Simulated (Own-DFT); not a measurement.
## Calculated data, Hf16O31 (monoclinic hafnia with two neutral oxygen vacancies, strained, atoms displaced)

Computed with Own-DFT development build. A calculation, not a measurement: plane-wave PBE and HSE06 DFT by an unreviewed code, no spin, of a simulated cell at Gamma alone, so results move with cell size and shape, stress positive in tension, energies less offsets, not probed for a lower state with spin; hafnium file: forces about 75 meV/angstrom off all-electron values; oxygen file: force components 24 meV/angstrom off all-electron in a glass; k mesh not checked against a denser one; forces and stress are PBE's, HSE06 gives the energy alone, and its difference from PBE has offsets of its own; offsets are fitted by least squares, one for each functional and potential file, so energies compare only between cells with the same atoms and settings and are not formation energies; the far tail of each file's local potential was reset to the Coulomb form; each entry is a single point on an unrelaxed cell, so the pressure reflects the starting lattice, mostly measured values, from which strain is counted, and rises with the displacements; printed positions are rounded, which can move forces by about a meV/angstrom; the program is a retired in-house code; no spin-orbit coupling.

```yaml
- formula: Hf16O31
  kind: "monoclinic hafnia with two neutral oxygen vacancies, strained, atoms displaced"
  structure:
    cell_angstrom:
      - [10.0901, 0.0183, -0.0094]
      - [0.0185, 10.2607, -0.1088]
      - [-1.6813, -0.1128, 10.3614]
    atoms_fractional:
      - [Hf, 0.14034, 0.02362, 0.09993]
      - [Hf, 0.35775, 0.26738, 0.15287]
      - [Hf, 0.36192, 0.4737, 0.39326]
      - [Hf, 0.1426, 0.23325, 0.35467]
      - [O, 0.03865, 0.16808, 0.17844]
      - [O, 0.46507, 0.41487, 0.08108]
      - [O, 0.46209, 0.33637, 0.32649]
      - [O, 0.04351, 0.09129, 0.42484]
      - [O, 0.22727, 0.38006, 0.24235]
      - [O, 0.28025, 0.1289, 0.01185]
      - [O, 0.26572, 0.12287, 0.26075]
      - [O, 0.22365, 0.37768, 0.48844]
      - [Hf, 0.1408, 0.02108, 0.60215]
      - [Hf, 0.36189, 0.2744, 0.64368]
      - [Hf, 0.36588, 0.47853, 0.89293]
      - [Hf, 0.13667, 0.22876, 0.85449]
      - [O, 0.03733, 0.16826, 0.67062]
      - [O, 0.4625, 0.40835, 0.57467]
      - [O, 0.46913, 0.33445, 0.83079]
      - [O, 0.0371, 0.08519, 0.92529]
      - [O, 0.21957, 0.38272, 0.74009]
      - [O, 0.27537, 0.12532, 0.51307]
      - [O, 0.26947, 0.12393, 0.76176]
      - [O, 0.2242, 0.3667, 0.98927]
      - [Hf, 0.14169, 0.52215, 0.1078]
      - [Hf, 0.3622, 0.77062, 0.14572]
      - [Hf, 0.3651, 0.98092, 0.39657]
      - [Hf, 0.13877, 0.73241, 0.35071]
      - [O, 0.03095, 0.66903, 0.17291]
      - [O, 0.46713, 0.91658, 0.0756]
      - [O, 0.45877, 0.83369, 0.32382]
      - [O, 0.03417, 0.58383, 0.42197]
      - [O, 0.22423, 0.87836, 0.23778]
      - [O, 0.27098, 0.63115, 0.01205]
      - [O, 0.27585, 0.62043, 0.26015]
      - [O, 0.22612, 0.87323, 0.48916]
      - [Hf, 0.13686, 0.51788, 0.60513]
      - [Hf, 0.3641, 0.77566, 0.64378]
      - [Hf, 0.36172, 0.98252, 0.90082]
      - [Hf, 0.13687, 0.72684, 0.85663]
      - [O, 0.03637, 0.67042, 0.67475]
      - [O, 0.4612, 0.91092, 0.58192]
      - [O, 0.46835, 0.83366, 0.82703]
      - [O, 0.0354, 0.57925, 0.92644]
      - [O, 0.22228, 0.87948, 0.7403]
      - [O, 0.2758, 0.62408, 0.51119]
      - [O, 0.27383, 0.62393, 0.76097]
      - [O, 0.22695, 0.8691, 0.99638]
      - [Hf, 0.63437, 0.0223, 0.10308]
      - [Hf, 0.85625, 0.26571, 0.14524]
      - [Hf, 0.86302, 0.48228, 0.39489]
      - [Hf, 0.63505, 0.2303, 0.35543]
      - [O, 0.53379, 0.16667, 0.16953]
      - [O, 0.96674, 0.41706, 0.07821]
      - [O, 0.96062, 0.33609, 0.32651]
      - [O, 0.53646, 0.08335, 0.42277]
      - [O, 0.72346, 0.37576, 0.23651]
      - [O, 0.77986, 0.1265, 0.01021]
      - [O, 0.77819, 0.12149, 0.26056]
      - [O, 0.72535, 0.37469, 0.48989]
      - [Hf, 0.63954, 0.01852, 0.60883]
      - [Hf, 0.86308, 0.26798, 0.64671]
      - [Hf, 0.86097, 0.4807, 0.89589]
      - [Hf, 0.64042, 0.23363, 0.8511]
      - [O, 0.53816, 0.16435, 0.67108]
      - [O, 0.96256, 0.41633, 0.57631]
      - [O, 0.96065, 0.33304, 0.82638]
      - [O, 0.53922, 0.08584, 0.92897]
      - [O, 0.72391, 0.38034, 0.73742]
      - [O, 0.77482, 0.13139, 0.50959]
      - [O, 0.77916, 0.12687, 0.75827]
      - [O, 0.72229, 0.37053, 0.99216]
      - [Hf, 0.63422, 0.52021, 0.10545]
      - [Hf, 0.87014, 0.76846, 0.15]
      - [Hf, 0.85302, 0.98106, 0.39596]
      - [Hf, 0.64087, 0.72741, 0.35314]
      - [O, 0.96364, 0.91588, 0.07495]
      - [O, 0.96346, 0.83619, 0.3242]
      - [O, 0.53678, 0.58504, 0.42539]
      - [O, 0.72849, 0.87865, 0.24235]
      - [O, 0.77788, 0.63406, 0.01054]
      - [O, 0.72245, 0.8701, 0.49185]
      - [Hf, 0.63802, 0.51779, 0.59975]
      - [Hf, 0.86033, 0.7666, 0.64795]
      - [Hf, 0.85587, 0.97602, 0.89558]
      - [Hf, 0.6378, 0.72856, 0.85475]
      - [O, 0.53643, 0.66537, 0.67705]
      - [O, 0.9635, 0.91323, 0.57785]
      - [O, 0.96752, 0.83776, 0.82668]
      - [O, 0.53821, 0.58645, 0.92345]
      - [O, 0.72919, 0.87782, 0.74589]
      - [O, 0.77565, 0.63049, 0.51131]
      - [O, 0.77545, 0.62131, 0.76202]
      - [O, 0.72399, 0.87185, 0.98819]
  settings:
    first_functional: PBE
    second_functional: HSE06
    exact_exchange_share: 0.25
    "screening [1/bohr]": 0.11
    exchange_divergence: Gygi-Baldereschi
    potential_files: "PseudoDojo norm-conserving, scalar-relativistic, made for PBE, standard set"
    "wave_cutoff [hartree]": 48.0
    occupations: fixed
    k_mesh: "1 x 1 x 1 centred on Gamma"
  results: {}
```

To be estimated
1. Give the missing PBE pressure for Hf16O31 (monoclinic hafnia with two neutral oxygen vacancies, strained, atoms displaced).
2. Hf16O31 (monoclinic hafnia with two neutral oxygen vacancies, strained, atoms displaced): PBE stress xx?

Answers
1. 11.97 GPa
2. -13.13 GPa

Further results for Hf16O31 (monoclinic hafnia with two neutral oxygen vacancies, strained, atoms displaced):

| Property | Result |
| --- | --- |
| PBE energy of cell above offsets | -89.287 eV |
| HSE06 less PBE above offsets | -0.358 eV |
| PBE stress yy | -11.5 GPa |
| PBE stress zz | -11.29 GPa |
| PBE stress yz | -2.77 GPa |
| PBE stress xz | -0.71 GPa |
| PBE stress xy | 1.24 GPa |

Force:
```csv
element,x (eV/Å),y (eV/Å),z (eV/Å)
Hf,-1.446,-0.734,0.689
Hf,0.553,0.503,-2.263
Hf,-0.913,3.186,0.912
Hf,-2.474,-0.352,0.536
O,-0.76,0.097,-1.002
O,-0.323,0.443,-0.031
O,1.518,-1.553,0.211
O,-1.816,-1.138,-0.239
O,-0.665,0.204,-0.278
O,0.058,-0.156,0.182
O,2.338,-0.554,0.14
O,-0.05,-1.021,0.217
Hf,-1.149,-0.621,0.486
Hf,-0.954,-1.376,0.692
Hf,-1.359,0.849,0.836
Hf,-0.515,0.109,0.181
O,-0.517,0.17,-0.023
O,1.185,0.882,-0.092
O,-0.441,-0.126,-0.867
O,-0.317,-0.04,-0.356
O,0.801,-0.529,0.016
O,1.513,1.276,0.04
O,1.391,-0.274,0.101
O,0.281,0.707,0.481
Hf,-0.8,-0.922,-0.972
Hf,0.317,-0.083,-0.17
Hf,-1.348,-0.416,-0.28
Hf,-0.064,-0.251,1.529
O,1.935,-1.418,0.134
O,-0.396,-0.641,0.531
O,1.535,-0.781,0.374
O,0.181,0.583,-0.368
O,-0.293,0.257,0.221
O,0.881,-0.594,-0.009
O,0.274,0.082,-0.038
O,-0.181,-0.358,-0.453
Hf,-0.008,1.384,-0.1
Hf,-1.784,-2.453,1.078
Hf,0.151,-0.757,-1.357
Hf,0.077,0.492,-0.207
O,-0.123,-0.722,-0.347
O,2.323,2.461,-1.116
O,-0.781,0.868,0.316
O,0.243,0.606,-0.5
O,0.313,0.185,0.295
O,0.235,0.766,-0.075
O,0.607,-0.705,0.455
O,0.038,0.379,-0.922
Hf,1.83,-1.092,0.173
Hf,1.775,1.162,-0.004
Hf,-0.418,-0.384,-0.337
Hf,1.29,0.295,-0.073
O,-0.516,0.632,1.017
O,-0.325,-0.354,0.293
O,0.85,-0.481,0.119
O,-0.138,-0.091,0.049
O,-0.758,0.918,0.398
O,-0.318,0.195,-0.232
O,-0.576,0.096,0.124
O,-0.568,-0.667,-0.536
Hf,0.632,-0.488,-0.305
Hf,0.382,0.792,-0.557
Hf,-0.092,-0.059,0.83
Hf,0.505,-0.786,1.053
O,-1.102,0.613,0.061
O,0.212,0.203,0.278
O,0.531,-0.182,0.232
O,-0.448,0.376,-1.29
O,-0.665,-0.11,0.227
O,-0.33,-0.463,-0.09
O,-0.149,-1.087,0.243
O,0.182,0.061,-0.547
Hf,0.347,0.488,0.32
Hf,-2.785,1.555,-1.701
Hf,1.922,-0.177,0.551
Hf,-0.672,-0.28,-0.125
O,0.514,0.167,0.213
O,0.648,0.2,1.197
O,-0.494,-0.148,-0.744
O,-0.93,0.029,0.078
O,-0.151,-1.038,0.616
O,-0.348,0.523,-0.045
Hf,0.091,0.805,0.908
Hf,0.889,0.962,-0.139
Hf,1.042,0.591,0.647
Hf,0.413,0.396,0.728
O,-0.145,-0.517,-0.943
O,0.16,0.531,-0.446
O,0.208,-0.408,0.337
O,-1.073,-0.977,0.561
O,-1.039,0.576,-1.083
O,0.196,-0.297,-0.576
O,0.533,-0.251,-0.383
O,-0.383,0.259,0.311
```
